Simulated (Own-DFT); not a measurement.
# Misfit strain and the stress it brings: wurtzite AlGaN with randomly placed atoms, 128 atoms (Al48Ga16N64)

Calculated, not measured: single-point runs of Own-DFT, a retired in-house plane-wave DFT program that no person has reviewed, on unrelaxed cells, without spin or spin-orbit coupling.

Common settings: PBE; PseudoDojo norm-conserving scalar-relativistic files (stringent for Ga); cutoff 96 hartree; 3 x 3 x 3 k mesh centred on Gamma; Gaussian smearing of 0.01 eV.

Limits: k mesh not checked against a denser one; stress not checked against mesh or cutoff.

Unstrained cell vectors in Å: (12.525, 0.000, 0.000); (-6.262, 10.847, 0.000); (0.000, 0.000, 10.066). The unstrained cell has measured lattice constants (interpolated for alloys), not those of this functional. That, the random moves and any unrelaxed bonds set the pressure at no strain. Each run strains x and y alike by e, as a substrate would, and holds the height along z. Each atom got a random Gaussian move of width 0.05 Å along each axis. The random placing of the alloy's atoms differs from row to row. Stress is positive in tension.

| e (%) | u (Å) | (s_xx + s_yy)/2 (GPa) | s_zz (GPa) |
|---|---|---|---|
| -2.50 | 0.047 | -21.54 | -12.16 |
| -1.75 | 0.051 | ? | ? |
| -1.25 | 0.051 | -13.53 | -8.60 |
| -1.00 | 0.049 | -11.47 | -9.03 |
| -0.25 | 0.051 | -7.37 | -8.09 |
| 0.25 | 0.048 | -4.89 | -5.41 |
| 0.75 | 0.050 | -1.91 | -6.08 |
| 1.75 | 0.050 | 3.10 | -4.52 |
| 2.00 | 0.051 | 3.31 | -2.48 |
| 3.00 | 0.050 | 8.46 | -2.34 |

## Working it out

With e as a fraction, the in-plane stress is -6.1 + 552 e - 2545 e² GPa (errors 8 and 445, scatter 0.37), and s_zz is -7.1 + 179 e GPa (slope ± 16, scatter 0.81). At e = 0 the first slope is C11 + C12 and the second 2 C13, both with the ions held to the strained lattice and at the cell's own pressure. The term in e² is negative: the layer stiffens under compression and softens under tension. A free layer would change its height as e changes, and the in-plane slope would drop by 2 C13²/C33 to the biaxial modulus. At fixed height, a misfit of 1 % moves the in-plane stress by about 5.5 GPa and s_zz by 1.8 GPa.

## Withheld run

Asked: what are the two stresses at e = -1.75 %?

Estimate: -16.5 and -10.2 GPa. The run itself gave -17.62 and -9.30 GPa. That is outside the usual scatter, by luck or through something left out of the fit.
